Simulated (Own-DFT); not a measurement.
SiC (4H silicon carbide, atoms displaced) (calculated)

All values are calculated (Own-DFT development build). A calculation, not a measurement: plane-wave PBE density functional theory by an unreviewed code, no spin, of a simulated periodic cell, stress positive in tension, free energy of the whole cell less one offset for each atom, forces on such cells passed a denser k mesh, this cell's mesh not checked; offsets are fitted by least squares, one for each functional and potential file, so energies compare only between cells with the same atoms and settings and are not formation energies; the far tail of each file's local potential was reset to the Coulomb form; each entry is a single point on an unrelaxed cell, so the pressure reflects the starting lattice, mostly measured values (interpolated for alloys), from which strain is counted, and rises with the displacements; printed positions are rounded, which can move forces by about a meV/angstrom; the program, named Own-DFT, is a retired in-house code; no spin-orbit coupling.

```xyz
72
Lattice="9.2481 0.0000 0.0000 -4.6241 8.0091 0.0000 0.0000 0.0000 10.0681" Properties=species:S:1:pos:R:3:force_x:R:1:force_y:R:1:force_z:R:1 formula=SiC functional=PBE potential_files=PseudoDojo_norm-conserving,scalar-relativistic,standard_set wave_cutoff=42 occupations=Fermi-Dirac smearing_width=0.1 hardware=one_NVIDIA_H100 k_mesh=4_x_4_x_3_centred_on_Gamma free_energy_of_cell_above_offsets=-10.902 pressure=3.6 stress_xx=-2.88 stress_yy=-2.83 stress_zz=-5.09 stress_yz=-0.35 stress_xz=-0.2 stress_xy=-0.21 wall_time=363.3
Si     0.0026     0.0329     4.0749      0.466     -0.136     -0.105
Si     0.0405     1.8023     1.5410     -0.801     -0.209      0.665
C      0.0401     0.0226     0.9548     -0.562     -0.167     -0.227
C      0.0147     1.8038     3.4445      0.002     -0.002     -0.061
Si     7.7036     2.6320     4.0653      0.701      0.916      0.881
Si    -1.5948     4.4594     1.5119      1.698      0.516      1.188
C     -1.5192     2.7046     0.9213     -0.994      -0.92      0.739
C     -1.5407     4.3992     3.4297     -0.207      0.594      0.351
Si     6.1634     5.3370     4.1084      0.369      0.341     -0.477
Si    -3.0862     7.1071     1.5910      0.391      0.973     -0.066
C     -3.0894     5.3801     1.0073     -0.972     -1.114     -1.685
C     -3.0735     7.1638     3.4335     -0.312     -0.895      0.991
Si    -1.5085     8.0045     4.0672     -1.215      0.668      0.615
Si     3.0752     1.8108     1.5515     -0.249     -0.887      1.117
C      3.0574     0.0045     0.9288      0.688      0.502      0.384
C      3.0686     1.8036     3.4900      0.624     -0.174     -0.581
Si     1.5333     2.7145     4.1129      0.368     -1.023     -0.665
Si     1.4933     4.4107     1.5947      0.542      1.121      -0.55
C      1.5435     2.6610     0.9471      0.266       0.54     -0.772
C      1.5818     4.4535     3.4783     -1.353      0.013     -0.242
Si     0.0007     5.2891     4.1169     -0.667      0.514     -1.082
Si     0.0236     7.1659     1.5948     -1.165     -1.084     -0.775
C      0.0251     5.3903     0.9362     -0.821     -0.794      0.286
C     -0.0700     7.0944     3.4288      2.174      -0.07      1.194
Si     1.5829     8.0076     4.0891     -1.628     -0.051      0.409
Si     6.1316     1.7798     1.6143      1.048     -0.098     -0.428
C      1.5357     7.9725     0.9518      0.369      1.703     -0.227
C      6.1872     1.7718     3.5201     -0.612     -0.362     -1.311
Si     4.6626     2.6592     4.0893     -1.068     -0.211     -0.125
Si     4.6163     4.4244     1.6080     -0.499      1.397     -0.139
C      4.6097     2.6969     0.9649      0.413     -0.685     -0.427
C      4.6226     4.4103     3.5091     -0.215       1.08     -0.579
Si     3.0366     5.3329     4.1042       1.77       0.69     -0.115
Si     3.1107     7.1537     1.5474     -0.359     -0.987      0.052
C      3.0221     5.3193     0.8954      0.971      0.261      1.336
C      3.0766     7.1708     3.4445      0.576      -1.23      0.134
Si     0.0385     0.0114     9.1525     -0.683      0.681     -0.423
Si     4.6262     6.2229     6.6040      0.058      0.999      0.067
C      0.0311     0.0289     5.9568     -1.122     -0.669      0.177
C      4.6461     6.2954     8.5095     -0.923     -1.224     -0.205
Si     6.1263     5.3549     9.1139      1.096      0.327      0.328
Si     6.0871     3.5794     6.6143      2.218      0.185     -1.155
C     -3.0759     5.3977     5.9967     -0.102     -1.096     -0.227
C      6.1894     3.5859     8.4367     -1.353     -0.329      2.035
Si     7.6595     2.6665     9.1610      0.858     -0.035     -1.444
Si     7.7230     0.8693     6.6224      0.185      0.923     -0.126
C     -1.5261     2.6628     5.9812     -0.753     -0.024     -0.179
C      7.6957     0.8890     8.5068      0.282      0.084      0.514
Si     6.1420     0.0559     9.1318      0.213     -1.307     -0.481
Si     1.5096     6.2603     6.5603      0.449     -0.331      0.254
C      6.1893     0.0528     6.0030     -0.819     -0.931     -0.665
C      1.5285     6.2548     8.4155     -0.165      0.284      1.422
Si     3.0336     5.3493     9.1103      0.547      0.899     -0.533
Si     3.0877     3.5492     6.5964      0.164      0.524     -0.525
C      3.0846     5.3511     5.9837     -0.358      0.002     -0.182
C      3.0290     3.6058     8.4599      1.452     -0.674      0.561
Si     4.6082     2.6684     9.1501      0.033      1.034      -0.93
Si     4.6100     0.8908     6.6682     -0.166      0.247     -2.207
C      4.6461     2.6921     5.9231     -0.985     -0.772      1.589
C      4.5807     0.9126     8.4871      0.633      0.367      1.251
Si     3.0679     0.0462     9.1351     -0.086     -1.098     -0.247
Si    -1.5179     6.2532     6.6140      -0.52     -0.431       0.28
C     -1.5735     7.9818     5.9738      0.662      1.232      0.053
C     -1.5211     6.2577     8.5074     -0.494     -0.163      0.233
Si     0.0158     5.3531     9.1284      -0.16     -0.157     -0.456
Si    -0.0026     3.5208     6.6248     -0.191       0.62     -0.097
C     -0.0222     5.3166     5.9706      0.419      0.164       0.22
C     -0.0283     3.5177     8.5116      0.331      0.793      0.168
Si     1.5619     2.6951     9.0916     -1.084     -0.217      0.612
Si     1.4870     0.9309     6.5962      1.595     -0.644      0.047
C      1.5685     2.6883     5.9537     -0.654     -0.054      0.716
C      1.5533     0.9208     8.4956     -0.317      0.062     -0.148
```

Units: wave_cutoff in hartree; smearing_width, free_energy_of_cell_above_offsets in eV; pressure, stress_xx, stress_yy, stress_zz, stress_yz, stress_xz, stress_xy in GPa; wall_time in s; force_x, force_y, force_z in eV/Å.
